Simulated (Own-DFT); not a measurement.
HfO2 (monoclinic hafnia, atoms displaced) (calculated)

Computed with Own-DFT development build. A calculation, not a measurement: plane-wave density functional theory by an unreviewed code, no spin, of a simulated periodic cell, stress positive in tension, run twice, with PBE and with PBEsol, both on files made for PBE, so the change isn't that of files made for PBEsol, hafnium file: forces about 75 meV/angstrom off all-electron values; oxygen file: force components 24 meV/angstrom off all-electron in one glass; forces on such cells passed a denser k mesh, this cell's mesh not checked; the far tail of each file's local potential was reset to the Coulomb form; each entry is a single point on an unrelaxed cell, so the pressure reflects the starting lattice, mostly measured values (interpolated for alloys), from which strain is counted, and rises with the displacements; printed positions are rounded, which can move forces by about a meV/angstrom; the program, named Own-DFT, is a retired in-house code; no spin-orbit coupling; stress was not checked against mesh or cutoff.

Common to all runs: functional PBE, then PBEsol; potential files PseudoDojo norm-conserving, scalar-relativistic, standard set; wave cutoff 72 hartree; occupations Fermi-Dirac; smearing width 0.1 eV; k mesh 2 x 2 x 2 centred on Gamma.

(1) 
```cif
# cell vector a (Å): 10.2340 0.0000 0.0000
# cell vector b (Å): 0.0000 10.3500 0.0000
# cell vector c (Å): -1.6955 0.0000 10.4453
data_HfO2
_symmetry_space_group_name_H-M 'P 1'
_symmetry_Int_Tables_number 1
_cell_length_a 10.2340
_cell_length_b 10.3500
_cell_length_c 10.5820
_cell_angle_alpha 90.000
_cell_angle_beta 99.220
_cell_angle_gamma 90.000
_cell_volume 1106.39
loop_
_atom_site_label
_atom_site_type_symbol
_atom_site_fract_x
_atom_site_fract_y
_atom_site_fract_z
_atom_site_occupancy
Hf1 Hf 0.13029 0.01372 0.10085 1
Hf2 Hf 0.36042 0.27369 0.14791 1
Hf3 Hf 0.37167 0.48285 0.40416 1
Hf4 Hf 0.14390 0.22889 0.35927 1
O1 O 0.03591 0.16418 0.17398 1
O2 O 0.45684 0.41073 0.06715 1
O3 O 0.46313 0.33479 0.33012 1
O4 O 0.03517 0.08530 0.42366 1
O5 O 0.22989 0.37939 0.23654 1
O6 O 0.26404 0.12327 0.00162 1
O7 O 0.26841 0.12267 0.25958 1
O8 O 0.22891 0.37686 0.49655 1
Hf5 Hf 0.12881 0.02620 0.59800 1
Hf6 Hf 0.36992 0.27460 0.64475 1
Hf7 Hf 0.36531 0.48174 0.88525 1
Hf8 Hf 0.14078 0.24047 0.85033 1
O9 O 0.03785 0.16553 0.67978 1
O10 O 0.45507 0.41667 0.57844 1
O11 O 0.46680 0.33553 0.82863 1
O12 O 0.03582 0.08331 0.92322 1
O13 O 0.22566 0.38395 0.74223 1
O14 O 0.27539 0.11900 0.50516 1
O15 O 0.26883 0.10580 0.75210 1
O16 O 0.22048 0.37466 0.98795 1
Hf9 Hf 0.13522 0.51722 0.10688 1
Hf10 Hf 0.36038 0.77036 0.14370 1
Hf11 Hf 0.36259 0.97879 0.40052 1
Hf12 Hf 0.14796 0.73159 0.35336 1
O17 O 0.03252 0.66631 0.17241 1
O18 O 0.46497 0.91265 0.08293 1
O19 O 0.46530 0.83388 0.32766 1
O20 O 0.04775 0.58474 0.42852 1
O21 O 0.22405 0.88188 0.23871 1
O22 O 0.26977 0.63302 0.00703 1
O23 O 0.28141 0.61484 0.26301 1
O24 O 0.21487 0.87675 0.48714 1
Hf13 Hf 0.14289 0.51195 0.60223 1
Hf14 Hf 0.36919 0.76982 0.65315 1
Hf15 Hf 0.36561 0.98005 0.90294 1
Hf16 Hf 0.14574 0.72689 0.85747 1
O25 O 0.02968 0.67026 0.67388 1
O26 O 0.46369 0.91700 0.57454 1
O27 O 0.46353 0.83727 0.83159 1
O28 O 0.03180 0.57671 0.91407 1
O29 O 0.20983 0.88164 0.73924 1
O30 O 0.27747 0.63129 0.51432 1
O31 O 0.27917 0.62314 0.76228 1
O32 O 0.22785 0.87631 0.98821 1
Hf17 Hf 0.63874 0.01676 0.10319 1
Hf18 Hf 0.86466 0.26791 0.14362 1
Hf19 Hf 0.85658 0.47292 0.39380 1
Hf20 Hf 0.63253 0.23004 0.35179 1
O33 O 0.53514 0.16482 0.17071 1
O34 O 0.96548 0.42294 0.07979 1
O35 O 0.96529 0.34236 0.32881 1
O36 O 0.53518 0.08773 0.42205 1
O37 O 0.71725 0.38385 0.24177 1
O38 O 0.78735 0.13656 0.00866 1
O39 O 0.77660 0.11983 0.25179 1
O40 O 0.73412 0.37065 0.48584 1
Hf21 Hf 0.63547 0.02055 0.59424 1
Hf22 Hf 0.86633 0.26401 0.64519 1
Hf23 Hf 0.86213 0.47479 0.88826 1
Hf24 Hf 0.62682 0.23816 0.85201 1
O41 O 0.53977 0.16984 0.67765 1
O42 O 0.96863 0.42160 0.58569 1
O43 O 0.97410 0.33883 0.82254 1
O44 O 0.53500 0.08494 0.92057 1
O45 O 0.72373 0.38327 0.74439 1
O46 O 0.77775 0.12055 0.50376 1
O47 O 0.77055 0.11807 0.75062 1
O48 O 0.72425 0.37841 0.98956 1
Hf25 Hf 0.63888 0.51219 0.10271 1
Hf26 Hf 0.86981 0.76663 0.14319 1
Hf27 Hf 0.85889 0.98058 0.40231 1
Hf28 Hf 0.63566 0.73310 0.35021 1
O49 O 0.52587 0.67356 0.17104 1
O50 O 0.97084 0.91473 0.07669 1
O51 O 0.95340 0.83495 0.31803 1
O52 O 0.54160 0.58334 0.41542 1
O53 O 0.72724 0.87837 0.23889 1
O54 O 0.78340 0.62978 0.01733 1
O55 O 0.78243 0.61779 0.26178 1
O56 O 0.72176 0.86709 0.47750 1
Hf29 Hf 0.63271 0.52617 0.59807 1
Hf30 Hf 0.85940 0.76875 0.64982 1
Hf31 Hf 0.85898 0.98554 0.89277 1
Hf32 Hf 0.63865 0.72676 0.85327 1
O57 O 0.53911 0.66378 0.67373 1
O58 O 0.95482 0.91455 0.56863 1
O59 O 0.96684 0.83975 0.82268 1
O60 O 0.53393 0.57808 0.92238 1
O61 O 0.73098 0.88509 0.74082 1
O62 O 0.77826 0.62066 0.50327 1
O63 O 0.77345 0.61782 0.75982 1
O64 O 0.72729 0.87720 0.98877 1
_calc_PBE_pressure 6.22  # GPa
_calc_PBE_stress_xx -6.89  # GPa
_calc_PBE_stress_yy -5.82  # GPa
_calc_PBE_stress_zz -5.94  # GPa
_calc_PBE_stress_yz 0.03  # GPa
_calc_PBE_stress_xz -0.36  # GPa
_calc_PBE_stress_xy -0.15  # GPa
_calc_PBEsol_pressure -0.25  # GPa
_calc_PBEsol_stress_xx -0.38  # GPa
_calc_PBEsol_stress_yy 0.59  # GPa
_calc_PBEsol_stress_zz 0.53  # GPa
_calc_PBEsol_stress_yz 0.03  # GPa
_calc_PBEsol_stress_xz 0  # GPa
_calc_PBEsol_stress_xy -0.15  # GPa
_calc_rms_change_of_force_components_from_PBE_to_PBEsol 0.048  # eV/angstrom
```

Force:
| force element | PBE force x (eV/Å) | PBE force y (eV/Å) | PBE force z (eV/Å) | PBEsol force x (eV/Å) | PBEsol force y (eV/Å) | PBEsol force z (eV/Å) |
| --- | --- | --- | --- | --- | --- | --- |
| Hf | 1.467 | 1.85 | -0.117 | 1.431 | 1.848 | -0.156 |
| Hf | -0.752 | -1.496 | -1.333 | -0.74 | -1.4 | -1.271 |
| Hf | -2.201 | 0.695 | -2.814 | -2.154 | 0.64 | -2.731 |
| Hf | -0.877 | -0.05 | -1.637 | -0.84 | -0.132 | -1.635 |
| O | -0.643 | 0.933 | 0.451 | -0.634 | 0.926 | 0.479 |
| O | 1.269 | 0.663 | 0.68 | 1.229 | 0.66 | 0.62 |
| O | 0.467 | -0.227 | 0.147 | 0.455 | -0.233 | 0.095 |
| O | -0.375 | 0.89 | -0.511 | -0.339 | 0.852 | -0.43 |
| O | -0.695 | -0.127 | 0.994 | -0.614 | -0.133 | 0.948 |
| O | 1.571 | 1.607 | 1.041 | 1.471 | 1.549 | 0.998 |
| O | 1.036 | -0.043 | 0.504 | 0.935 | -0.022 | 0.517 |
| O | -0.051 | -1.71 | -0.958 | 0.006 | -1.647 | -0.909 |
| Hf | 1.111 | -2.539 | 1.672 | 1.109 | -2.438 | 1.612 |
| Hf | -2.51 | -3.27 | 0.613 | -2.436 | -3.122 | 0.628 |
| Hf | -2.152 | 0.326 | 2.669 | -2.105 | 0.274 | 2.636 |
| Hf | 0.483 | -3.178 | 1.59 | 0.465 | -3.143 | 1.529 |
| O | -1.227 | 0.679 | -1.166 | -1.199 | 0.691 | -1.104 |
| O | 2.975 | 1.746 | 0.537 | 2.885 | 1.717 | 0.466 |
| O | -1.203 | 0.247 | -1.123 | -1.166 | 0.235 | -1.153 |
| O | -0.74 | 0.683 | -0.767 | -0.723 | 0.628 | -0.691 |
| O | 1.023 | -1.21 | -0.216 | 1.051 | -1.18 | -0.206 |
| O | 0.42 | 2.299 | 0.893 | 0.339 | 2.226 | 0.846 |
| O | 1.168 | 2.322 | 0.408 | 1.06 | 2.258 | 0.399 |
| O | 0.359 | 0.042 | 0.002 | 0.398 | 0.045 | -0.008 |
| Hf | 0.37 | 0.634 | -0.884 | 0.358 | 0.641 | -0.896 |
| Hf | -0.975 | 0.125 | 0.269 | -0.932 | 0.168 | 0.284 |
| Hf | -1.178 | -0.255 | -1.987 | -1.173 | -0.284 | -1.904 |
| Hf | -2.401 | -0.311 | 0.452 | -2.327 | -0.355 | 0.435 |
| O | 2.011 | -0.766 | 0.216 | 1.955 | -0.732 | 0.246 |
| O | 0.93 | 1.138 | -0.449 | 0.9 | 1.118 | -0.489 |
| O | -0.55 | 0.338 | 0.54 | -0.532 | 0.309 | 0.481 |
| O | -0.747 | -0.187 | -0.898 | -0.687 | -0.196 | -0.822 |
| O | 0.312 | -0.795 | 0.447 | 0.358 | -0.791 | 0.439 |
| O | 0.513 | -0.586 | 0.5 | 0.437 | -0.555 | 0.473 |
| O | -0.356 | 0.807 | 0.042 | -0.411 | 0.804 | 0.056 |
| O | 1.012 | -0.689 | 0.009 | 1.053 | -0.659 | -0.018 |
| Hf | -2.27 | 3.346 | -0.194 | -2.211 | 3.291 | -0.237 |
| Hf | -2.845 | 1.292 | -0.822 | -2.777 | 1.284 | -0.775 |
| Hf | -2.211 | 1.023 | -1.208 | -2.184 | 0.958 | -1.153 |
| Hf | -2.395 | 1.302 | -1.533 | -2.32 | 1.239 | -1.532 |
| O | 1.009 | -0.902 | 0.064 | 0.963 | -0.846 | 0.127 |
| O | 0.339 | -0.395 | 0.693 | 0.327 | -0.361 | 0.614 |
| O | 1.176 | -1.532 | -0.723 | 1.14 | -1.521 | -0.761 |
| O | 0.588 | 0.67 | 0.514 | 0.574 | 0.628 | 0.547 |
| O | 1.577 | -1.384 | -0.134 | 1.591 | -1.364 | -0.114 |
| O | 1.527 | 0.373 | 0.186 | 1.433 | 0.346 | 0.178 |
| O | 0.462 | 0.107 | -0.564 | 0.405 | 0.104 | -0.532 |
| O | -0.304 | -1.109 | 0.322 | -0.233 | -1.077 | 0.318 |
| Hf | 0.86 | 0.008 | 0.495 | 0.846 | 0.039 | 0.477 |
| Hf | 0.549 | 0.18 | 0.835 | 0.536 | 0.182 | 0.832 |
| Hf | 1.764 | 2.8 | 0.148 | 1.68 | 2.689 | 0.151 |
| Hf | 1.66 | -0.126 | -1.019 | 1.616 | -0.167 | -1.033 |
| O | -0.517 | 0.498 | 0.367 | -0.492 | 0.507 | 0.424 |
| O | -0.806 | -1.123 | -0.243 | -0.778 | -1.078 | -0.286 |
| O | 1.258 | -1.75 | -0.462 | 1.201 | -1.714 | -0.486 |
| O | -0.661 | -0.28 | 0.159 | -0.627 | -0.293 | 0.214 |
| O | 0 | -1.227 | -0.367 | 0.055 | -1.185 | -0.354 |
| O | -1.142 | -0.404 | -0.66 | -1.149 | -0.404 | -0.62 |
| O | -0.484 | 0.662 | 0.677 | -0.537 | 0.653 | 0.645 |
| O | -1.858 | -1.47 | 1.031 | -1.737 | -1.42 | 0.976 |
| Hf | 0.943 | -0.286 | 1.764 | 0.937 | -0.225 | 1.695 |
| Hf | -0.319 | 1.021 | 0.213 | -0.293 | 1.036 | 0.247 |
| Hf | 0.571 | 1.184 | 1.384 | 0.558 | 1.129 | 1.368 |
| Hf | 3.399 | -2.016 | 1.236 | 3.303 | -2.008 | 1.156 |
| O | -0.819 | 0.009 | -1.499 | -0.804 | 0.048 | -1.405 |
| O | -0.589 | -1.208 | -0.358 | -0.564 | -1.177 | -0.393 |
| O | -1.428 | -0.261 | -0.146 | -1.392 | -0.269 | -0.189 |
| O | 0.429 | 0.257 | 0.422 | 0.419 | 0.237 | 0.459 |
| O | -0.188 | -0.696 | -1.384 | -0.124 | -0.675 | -1.323 |
| O | -0.696 | 1.66 | 0.82 | -0.739 | 1.592 | 0.802 |
| O | 0.384 | 1.035 | 0.173 | 0.334 | 1 | 0.152 |
| O | -0.375 | -0.6 | 0.038 | -0.323 | -0.557 | 0.039 |
| Hf | -0.115 | 1.934 | 0.566 | -0.069 | 1.895 | 0.514 |
| Hf | -1.493 | 1.353 | 0.85 | -1.447 | 1.361 | 0.874 |
| Hf | 1.016 | -1.364 | -3.408 | 0.974 | -1.389 | -3.291 |
| Hf | 1.888 | -0.076 | -1.54 | 1.844 | -0.095 | -1.525 |
| O | 2.04 | -1.978 | -0.447 | 1.97 | -1.885 | -0.372 |
| O | -1.452 | -0.778 | -0.677 | -1.41 | -0.735 | -0.696 |
| O | 2.113 | -0.307 | 1.419 | 2.037 | -0.316 | 1.326 |
| O | -1.178 | -1.064 | 1.155 | -1.162 | -1.055 | 1.197 |
| O | -1.188 | 0.197 | -0.645 | -1.113 | 0.194 | -0.619 |
| O | -1.438 | -0.774 | -1.805 | -1.459 | -0.765 | -1.75 |
| O | -1.067 | 0.106 | -0.645 | -1.097 | 0.092 | -0.624 |
| O | -1.138 | 0.502 | 1.933 | -1.053 | 0.511 | 1.866 |
| Hf | 3.069 | -1.115 | 0.528 | 3.017 | -1.019 | 0.503 |
| Hf | 2.01 | -0.253 | -0.367 | 2.001 | -0.201 | -0.31 |
| Hf | 1.444 | -0.342 | 0.02 | 1.41 | -0.379 | 0.031 |
| Hf | 0.927 | 0.772 | 1.775 | 0.913 | 0.705 | 1.7 |
| O | -0.851 | 0.741 | -0.006 | -0.823 | 0.731 | 0.044 |
| O | 0.744 | 0.236 | 1.176 | 0.71 | 0.262 | 1.092 |
| O | -0.237 | -0.284 | 0.634 | -0.259 | -0.293 | 0.562 |
| O | 1.144 | 1.199 | -0.608 | 1.113 | 1.144 | -0.567 |
| O | -1.562 | -0.914 | -0.782 | -1.446 | -0.893 | -0.755 |
| O | -1.109 | 0.98 | 1.573 | -1.16 | 0.933 | 1.535 |
| O | -0.45 | 0.627 | -0.205 | -0.504 | 0.614 | -0.2 |
| O | -0.573 | -0.643 | -0.535 | -0.506 | -0.607 | -0.525 |

(2) 
```cif
# cell vector a (Å): 10.2340 0.0000 0.0000
# cell vector b (Å): 0.0000 10.3500 0.0000
# cell vector c (Å): -1.6955 0.0000 10.4453
data_HfO2
_symmetry_space_group_name_H-M 'P 1'
_symmetry_Int_Tables_number 1
_cell_length_a 10.2340
_cell_length_b 10.3500
_cell_length_c 10.5820
_cell_angle_alpha 90.000
_cell_angle_beta 99.220
_cell_angle_gamma 90.000
_cell_volume 1106.39
loop_
_atom_site_label
_atom_site_type_symbol
_atom_site_fract_x
_atom_site_fract_y
_atom_site_fract_z
_atom_site_occupancy
Hf1 Hf 0.14680 0.01926 0.10110 1
Hf2 Hf 0.35443 0.27381 0.14654 1
Hf3 Hf 0.36083 0.47857 0.39602 1
Hf4 Hf 0.13999 0.23583 0.35319 1
O1 O 0.03206 0.16496 0.17360 1
O2 O 0.46373 0.41653 0.07898 1
O3 O 0.46106 0.33695 0.32544 1
O4 O 0.03762 0.08303 0.41169 1
O5 O 0.23519 0.37362 0.24031 1
O6 O 0.27437 0.12587 0.00753 1
O7 O 0.27125 0.11651 0.26192 1
O8 O 0.21891 0.37501 0.47898 1
Hf5 Hf 0.13528 0.03112 0.60391 1
Hf6 Hf 0.35821 0.26809 0.63910 1
Hf7 Hf 0.35819 0.47928 0.89996 1
Hf8 Hf 0.14594 0.22936 0.85077 1
O9 O 0.03633 0.16746 0.67347 1
O10 O 0.46855 0.41905 0.57935 1
O11 O 0.46674 0.33330 0.83594 1
O12 O 0.03810 0.08352 0.92542 1
O13 O 0.22783 0.37833 0.73060 1
O14 O 0.27519 0.12320 0.50654 1
O15 O 0.26891 0.11700 0.75915 1
O16 O 0.23259 0.36558 0.99255 1
Hf9 Hf 0.13263 0.52027 0.10159 1
Hf10 Hf 0.35949 0.77251 0.14570 1
Hf11 Hf 0.35993 0.97992 0.38994 1
Hf12 Hf 0.14161 0.72270 0.35738 1
O17 O 0.04246 0.67213 0.17864 1
O18 O 0.46235 0.91733 0.08311 1
O19 O 0.46003 0.83302 0.32255 1
O20 O 0.03363 0.58752 0.42342 1
O21 O 0.22361 0.87471 0.24021 1
O22 O 0.27995 0.63691 0.00408 1
O23 O 0.27604 0.63048 0.25823 1
O24 O 0.22933 0.87088 0.49370 1
Hf13 Hf 0.13677 0.51577 0.60328 1
Hf14 Hf 0.37332 0.76364 0.64469 1
Hf15 Hf 0.35709 0.98058 0.90022 1
Hf16 Hf 0.14204 0.73351 0.85854 1
O25 O 0.02540 0.66491 0.67511 1
O26 O 0.46616 0.91252 0.57362 1
O27 O 0.46283 0.83224 0.83135 1
O28 O 0.03999 0.58493 0.92535 1
O29 O 0.22185 0.87072 0.73611 1
O30 O 0.27204 0.63330 0.51018 1
O31 O 0.27304 0.62081 0.77154 1
O32 O 0.23200 0.86923 0.99008 1
Hf17 Hf 0.63207 0.01217 0.10952 1
Hf18 Hf 0.86593 0.27511 0.14617 1
Hf19 Hf 0.86361 0.48256 0.39604 1
Hf20 Hf 0.64082 0.23083 0.35270 1
O33 O 0.53382 0.17426 0.17385 1
O34 O 0.96466 0.41527 0.07387 1
O35 O 0.96123 0.34277 0.32631 1
O36 O 0.54274 0.08312 0.42189 1
O37 O 0.72452 0.37658 0.22942 1
O38 O 0.77889 0.12526 0.00945 1
O39 O 0.77234 0.11639 0.26064 1
O40 O 0.72356 0.37216 0.48438 1
Hf21 Hf 0.64164 0.00943 0.60240 1
Hf22 Hf 0.86340 0.26833 0.63810 1
Hf23 Hf 0.85581 0.48260 0.89635 1
Hf24 Hf 0.64541 0.23025 0.85278 1
O41 O 0.52862 0.16277 0.67111 1
O42 O 0.96650 0.40459 0.57715 1
O43 O 0.96047 0.33446 0.83182 1
O44 O 0.54351 0.07755 0.92445 1
O45 O 0.72297 0.37385 0.74390 1
O46 O 0.77621 0.11998 0.51245 1
O47 O 0.77122 0.11974 0.76204 1
O48 O 0.72308 0.37728 0.99147 1
Hf25 Hf 0.63539 0.52937 0.09681 1
Hf26 Hf 0.86142 0.75902 0.14437 1
Hf27 Hf 0.86537 0.98454 0.39652 1
Hf28 Hf 0.63974 0.73300 0.35080 1
O49 O 0.53532 0.66362 0.17069 1
O50 O 0.95962 0.91370 0.08033 1
O51 O 0.96558 0.83815 0.32479 1
O52 O 0.53610 0.57893 0.42554 1
O53 O 0.72700 0.87633 0.23832 1
O54 O 0.77766 0.62206 0.01242 1
O55 O 0.77546 0.61336 0.25888 1
O56 O 0.72908 0.86390 0.49501 1
Hf29 Hf 0.63819 0.52999 0.60399 1
Hf30 Hf 0.86032 0.76812 0.64363 1
Hf31 Hf 0.86799 0.98157 0.89659 1
Hf32 Hf 0.63502 0.73036 0.85191 1
O57 O 0.53411 0.67277 0.67221 1
O58 O 0.96141 0.92467 0.56714 1
O59 O 0.96252 0.82256 0.82609 1
O60 O 0.54437 0.58071 0.93094 1
O61 O 0.72777 0.88433 0.74539 1
O62 O 0.76966 0.62786 0.50984 1
O63 O 0.77487 0.62914 0.75275 1
O64 O 0.72892 0.86905 0.99574 1
_calc_PBE_pressure 5.52  # GPa
_calc_PBE_stress_xx -5.76  # GPa
_calc_PBE_stress_yy -5.1  # GPa
_calc_PBE_stress_zz -5.7  # GPa
_calc_PBE_stress_yz 0.1  # GPa
_calc_PBE_stress_xz -0.14  # GPa
_calc_PBE_stress_xy 0.2  # GPa
_calc_PBEsol_pressure -0.95  # GPa
_calc_PBEsol_stress_xx 0.73  # GPa
_calc_PBEsol_stress_yy 1.32  # GPa
_calc_PBEsol_stress_zz 0.79  # GPa
_calc_PBEsol_stress_yz 0.1  # GPa
_calc_PBEsol_stress_xz 0.19  # GPa
_calc_PBEsol_stress_xy 0.19  # GPa
_calc_rms_change_of_force_components_from_PBE_to_PBEsol 0.048  # eV/angstrom
```

Force:
| force element | PBE force x (eV/Å) | PBE force y (eV/Å) | PBE force z (eV/Å) | PBEsol force x (eV/Å) | PBEsol force y (eV/Å) | PBEsol force z (eV/Å) |
| --- | --- | --- | --- | --- | --- | --- |
| Hf | -3.195 | -0.419 | 1.473 | -3.108 | -0.36 | 1.418 |
| Hf | 3.598 | -0.965 | -0.246 | 3.522 | -0.869 | -0.218 |
| Hf | 1.556 | 0.666 | -0.37 | 1.532 | 0.585 | -0.34 |
| Hf | -1.228 | -1.999 | -1.174 | -1.184 | -2.006 | -1.173 |
| O | 1.08 | 0.141 | -0.062 | 1.062 | 0.166 | -0.009 |
| O | -0.297 | 0.375 | 0.033 | -0.312 | 0.378 | -0.029 |
| O | 0.607 | -0.335 | 0.696 | 0.563 | -0.326 | 0.625 |
| O | 0.26 | 0.979 | 0.972 | 0.253 | 0.95 | 1.005 |
| O | -2.56 | 1.681 | -0.089 | -2.429 | 1.614 | -0.071 |
| O | 0.448 | 0.408 | 0.163 | 0.367 | 0.375 | 0.147 |
| O | 0.317 | 0.738 | -0.784 | 0.247 | 0.72 | -0.765 |
| O | 0.122 | 0.138 | 1.363 | 0.171 | 0.138 | 1.322 |
| Hf | 0.542 | -3.888 | -1.253 | 0.529 | -3.753 | -1.25 |
| Hf | 2.813 | -0.045 | 1.104 | 2.757 | -0.008 | 1.106 |
| Hf | 1.854 | -0.465 | -0.047 | 1.807 | -0.51 | -0.009 |
| Hf | -2.272 | 0.419 | 0.79 | -2.205 | 0.341 | 0.75 |
| O | -0.585 | 0.738 | 0.108 | -0.55 | 0.735 | 0.142 |
| O | -1.252 | -0.525 | -0.061 | -1.235 | -0.497 | -0.127 |
| O | -0.662 | -0.047 | -0.933 | -0.657 | -0.037 | -0.947 |
| O | 0.728 | 0.344 | -0.673 | 0.72 | 0.315 | -0.605 |
| O | -0.622 | -0.414 | 0.742 | -0.56 | -0.417 | 0.712 |
| O | -0.007 | 1.602 | 0.509 | -0.073 | 1.566 | 0.504 |
| O | 0.815 | 0.369 | 0.023 | 0.71 | 0.376 | 0.023 |
| O | -1.433 | 0.561 | -0.956 | -1.319 | 0.547 | -0.929 |
| Hf | 0.457 | 0.967 | -0.106 | 0.414 | 1.005 | -0.155 |
| Hf | 0.199 | -1.127 | 0.218 | 0.173 | -1.05 | 0.24 |
| Hf | 0.132 | -0.766 | 1.383 | 0.107 | -0.806 | 1.369 |
| Hf | -0.575 | 3.357 | 0.211 | -0.547 | 3.234 | 0.173 |
| O | -0.258 | -1.532 | -1.282 | -0.246 | -1.488 | -1.198 |
| O | -0.302 | 0.199 | -0.308 | -0.302 | 0.203 | -0.346 |
| O | 1.305 | -0.29 | 0.727 | 1.26 | -0.294 | 0.65 |
| O | -0.512 | -1.012 | 0.611 | -0.482 | -1.014 | 0.636 |
| O | 0.009 | 0.862 | -0.612 | 0.091 | 0.839 | -0.606 |
| O | -0.418 | -1.092 | 1.335 | -0.468 | -1.058 | 1.286 |
| O | 0.348 | -2.117 | 0.477 | 0.271 | -2.041 | 0.476 |
| O | -0.042 | 0.043 | -0.976 | 0.037 | 0.041 | -0.973 |
| Hf | -0.716 | 2.067 | 0.688 | -0.695 | 2.045 | 0.637 |
| Hf | -4.415 | 3.138 | -0.199 | -4.314 | 3.131 | -0.18 |
| Hf | 2.49 | -0.064 | -1.502 | 2.415 | -0.108 | -1.428 |
| Hf | -0.434 | -0.275 | -1.663 | -0.396 | -0.317 | -1.647 |
| O | 1.672 | -1.563 | -0.79 | 1.628 | -1.495 | -0.734 |
| O | 0.486 | -0.035 | 0.071 | 0.474 | -0.03 | 0.03 |
| O | 0.402 | -0.346 | -0.014 | 0.404 | -0.368 | -0.069 |
| O | -0.661 | -0.689 | 0.393 | -0.629 | -0.683 | 0.454 |
| O | -0.014 | 1.127 | 0.442 | 0.04 | 1.091 | 0.462 |
| O | 0.348 | -1.495 | 0.578 | 0.275 | -1.458 | 0.553 |
| O | 0.435 | -0.564 | -1.788 | 0.361 | -0.548 | -1.716 |
| O | -1.078 | 0.769 | 0.409 | -0.978 | 0.76 | 0.407 |
| Hf | 1.621 | 2.404 | -0.963 | 1.589 | 2.385 | -0.973 |
| Hf | -1.793 | -1.568 | -0.81 | -1.755 | -1.469 | -0.769 |
| Hf | -1.459 | -0.406 | -0.518 | -1.427 | -0.451 | -0.505 |
| Hf | -0.626 | -0.111 | -0.962 | -0.607 | -0.17 | -0.975 |
| O | -0.138 | -0.963 | -0.306 | -0.13 | -0.924 | -0.227 |
| O | 0.938 | 0.799 | 0.269 | 0.906 | 0.804 | 0.217 |
| O | 1.55 | -1.012 | -0.023 | 1.499 | -0.994 | -0.065 |
| O | -1.064 | -0.594 | -0.314 | -1.023 | -0.591 | -0.262 |
| O | -0.199 | 0.168 | 1.144 | -0.121 | 0.152 | 1.115 |
| O | 0.09 | 0.791 | 0.393 | 0.043 | 0.765 | 0.362 |
| O | 0.036 | 0.772 | 0.042 | -0.035 | 0.753 | 0.058 |
| O | 0.327 | 0.017 | 0.666 | 0.39 | 0.015 | 0.637 |
| Hf | -1.023 | 1.914 | 0.52 | -0.98 | 1.904 | 0.481 |
| Hf | -2.112 | -0.512 | 1.919 | -2.056 | -0.455 | 1.897 |
| Hf | 0.789 | -1.028 | -0.799 | 0.753 | -1.077 | -0.733 |
| Hf | -1.471 | -0.687 | 0.931 | -1.411 | -0.706 | 0.883 |
| O | 0.034 | 0.023 | -0.059 | 0.029 | 0.055 | -0.013 |
| O | 1.228 | 1.597 | -0.556 | 1.191 | 1.567 | -0.581 |
| O | 1.185 | -0.523 | -0.552 | 1.139 | -0.513 | -0.586 |
| O | -1.406 | -0.411 | -0.129 | -1.372 | -0.424 | -0.06 |
| O | 0.381 | 1.447 | -1.268 | 0.428 | 1.395 | -1.209 |
| O | 0.511 | 1.252 | 0.183 | 0.451 | 1.21 | 0.178 |
| O | 0.95 | 0.037 | -0.781 | 0.859 | 0.037 | -0.748 |
| O | 0.6 | -0.783 | -0.825 | 0.659 | -0.743 | -0.816 |
| Hf | 0.025 | -3.565 | 2.896 | 0.033 | -3.446 | 2.799 |
| Hf | 0.713 | 2.947 | 0.838 | 0.688 | 2.945 | 0.842 |
| Hf | 0.29 | -1.242 | -1.572 | 0.301 | -1.256 | -1.499 |
| Hf | -0.539 | -0.573 | -0.138 | -0.512 | -0.598 | -0.16 |
| O | -0.765 | 1.417 | 0.754 | -0.727 | 1.398 | 0.775 |
| O | 1.644 | 0.413 | -0.489 | 1.586 | 0.407 | -0.537 |
| O | 0.249 | -0.982 | 0.215 | 0.227 | -0.973 | 0.167 |
| O | -0.045 | 1.161 | -0.544 | -0.036 | 1.111 | -0.459 |
| O | -0.705 | -0.941 | 0.701 | -0.646 | -0.931 | 0.675 |
| O | 0.866 | 0.934 | -0.842 | 0.781 | 0.892 | -0.813 |
| O | 0.073 | 1.111 | 0.262 | 0.019 | 1.097 | 0.25 |
| O | -0.899 | 0.322 | -0.863 | -0.829 | 0.324 | -0.823 |
| Hf | 0.033 | -2.435 | -0.278 | 0.029 | -2.322 | -0.324 |
| Hf | 1.126 | 1.157 | 0.505 | 1.081 | 1.143 | 0.54 |
| Hf | -1.142 | -0.662 | 0.977 | -1.137 | -0.683 | 0.992 |
| Hf | 0.574 | 1.507 | 1.47 | 0.552 | 1.44 | 1.406 |
| O | 2.07 | -1.588 | 0.378 | 2.032 | -1.529 | 0.417 |
| O | 0.617 | -0.565 | 2.078 | 0.593 | -0.507 | 1.96 |
| O | -0.226 | 1.354 | 0.589 | -0.223 | 1.301 | 0.515 |
| O | -1.43 | 1.036 | -3.155 | -1.373 | 1.006 | -3.012 |
| O | -0.318 | -1.045 | -0.339 | -0.251 | -1.028 | -0.347 |
| O | 0.81 | 0.047 | -0.418 | 0.716 | 0.048 | -0.397 |
| O | -0.64 | -1.106 | 1.065 | -0.685 | -1.06 | 1.017 |
| O | -0.817 | -0.946 | -0.924 | -0.741 | -0.92 | -0.893 |
